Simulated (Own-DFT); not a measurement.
# How strain changes the stress of bcc W, 16 atoms (W16)

These are calculations, not measurements. They come from Own-DFT, an in-house plane-wave density functional program, since retired, whose code no person has reviewed. Each row is one single-point run on a periodic cell that was not relaxed, without spin or spin-orbit coupling.

Settings of every run: PBE; PseudoDojo norm-conserving scalar-relativistic files; cutoff 50 hartree; 5 x 5 x 5 k mesh centred on Gamma; cold (Marzari-Vanderbilt) smearing of 0.2 eV.

Known limits: forces on such cells failed a check on a denser k mesh; stress not checked against mesh or cutoff.

Unstrained cell vectors in Å: (6.330, 0.000, 0.000); (0.000, 6.330, 0.000); (0.000, 0.000, 6.330). The unstrained cell has measured lattice constants (interpolated for alloys), not those of this functional. That, the random moves and any unrelaxed bonds set the pressure at no strain. Each run strains this cell uniformly, with the atoms carried along. Every atom was also moved at random, by a Gaussian of width 0.05 Å on each axis. Strain is the symmetric tensor, in per cent. Stress is positive in tension, and the pressure is minus a third of its trace.

| run | e_xx (%) | e_yy (%) | e_zz (%) | e_yz (%) | e_xz (%) | e_xy (%) | s_xx (GPa) | s_yy (GPa) | s_zz (GPa) | s_yz (GPa) | s_xz (GPa) | s_xy (GPa) | P (GPa) | E (meV/atom) |
|---|---|---|---|---|---|---|---|---|---|---|---|---|---|---|
| 1 | -0.78 | 0.81 | -0.34 | -0.15 | -0.87 | 0.98 | -11.55 | -5.69 | -10.21 | -0.45 | -2.34 | 2.88 | 9.15 | 18.1 |
| 2 | 0.83 | 1.99 | -1.96 | -1.90 | 0.43 | -1.77 | -3.38 | 0.31 | -12.83 | -5.48 | 0.53 | -5.26 | 5.30 | 17.5 |
| 3 | -1.74 | -0.33 | -0.16 | -0.01 | -1.23 | 1.21 | -19.24 | -14.19 | -14.18 | 0.45 | -4.08 | 3.87 | 15.87 | 46.5 |
| 4 | -1.62 | -0.71 | -1.28 | -0.35 | 0.24 | -1.64 | -24.16 | -19.64 | -22.38 | -0.92 | 1.04 | -5.77 | 22.06 | 96.0 |
| 5 | -1.80 | -0.26 | 0.06 | -0.12 | -1.35 | 0.98 | -19.05 | -13.79 | -12.12 | -0.23 | -4.46 | 3.21 | 14.99 | 46.4 |
| 6 | -1.88 | 0.55 | 0.83 | 0.02 | -1.74 | -1.70 | -15.41 | -7.12 | -6.62 | -0.59 | -5.67 | -5.34 | 9.72 | 23.1 |
| 7 | -1.40 | -1.43 | -1.16 | -0.44 | 1.24 | 1.85 | -23.12 | -22.40 | -23.75 | -2.74 | 4.63 | 6.70 | 23.09 | 108.0 |
| 8 | 1.22 | -0.82 | 1.23 | 1.03 | 0.29 | -1.64 | -0.46 | -7.36 | -1.24 | 3.17 | 1.25 | -5.22 | 3.02 | 21.5 |
| 9 | 0.02 | 1.33 | 1.69 | -0.23 | -1.74 | -0.82 | -1.27 | 1.99 | 4.04 | -0.97 | -4.79 | -2.46 | -1.58 | 0.0 |
| 10 | 1.31 | 0.84 | -0.93 | -1.73 | -1.23 | 0.24 | -2.09 | -2.72 | -8.48 | -4.88 | -3.37 | 0.36 | 4.43 | 19.1 |
| 11 | 0.67 | -1.00 | 0.30 | 1.14 | 1.02 | 0.89 | -7.62 | -11.77 | -7.82 | 3.44 | 2.63 | 2.81 | 9.07 | 38.5 |
| 12 | -1.02 | -0.42 | 1.55 | 0.37 | 1.66 | 1.16 | -11.20 | -9.33 | -2.45 | 0.44 | 5.28 | 3.52 | 7.66 | 14.9 |
| 13 | -0.92 | 0.21 | -1.01 | -0.29 | -0.72 | 1.95 | -14.64 | -10.92 | -15.42 | -0.64 | -2.19 | 6.76 | 13.66 | 24.9 |
| 14 | -1.46 | 1.83 | -1.44 | 1.74 | 0.93 | 0.66 | -15.77 | -5.06 | -15.53 | 5.63 | 2.72 | 1.64 | 12.12 | 44.5 |
| 15 | -1.47 | 0.60 | -0.33 | 1.62 | -0.55 | -0.53 | ? | ? | ? | ? | ? | ? | ? | ? |

E is the free energy for each atom above the lowest run shown.

## Worked fit

Each stress component was fitted by least squares to a constant and the strains of the runs shown, as fractions, with shears doubled. Shear strains stay in the fit of a normal stress only where such slopes are resolved. The slopes, in GPa:

```
stress,at no strain,per e_xx,per e_yy,per e_zz,scatter
s_xx,-8.7,550 ± 17,272 ± 19,258 ± 17,0.71
s_yy,-8.4,224 ± 13,559 ± 15,225 ± 13,0.55
s_zz,-8.7,225 ± 16,278 ± 19,589 ± 17,0.68
```

Each shear stress against twice its own strain: yz 166 ± 9, xz 154 ± 9, xy 163 ± 5 GPa. These are stiffnesses along x, y and z of the frame in which the cell vectors are given, which need not be the crystal's axes. The atoms are held to the strained lattice; where symmetry lets them move under strain, relaxing them would lower some slopes. The table should be nearly symmetric about its diagonal, and what it lacks of that shows the noise. A ninth of its sum, 353 ± 8 GPa, estimates the bulk modulus near the mean pressure of these runs, 10.6 GPa, so it lies above the value at zero pressure.

## Withheld run

Question: what normal stresses and pressure should run 15 give?

The fit gives s_xx = -16.0, s_yy = -9.1, s_zz = -12.3 and P = 12.5 GPa. The calculation gave -15.68, -8.22, -11.96 and P = 11.95 GPa.
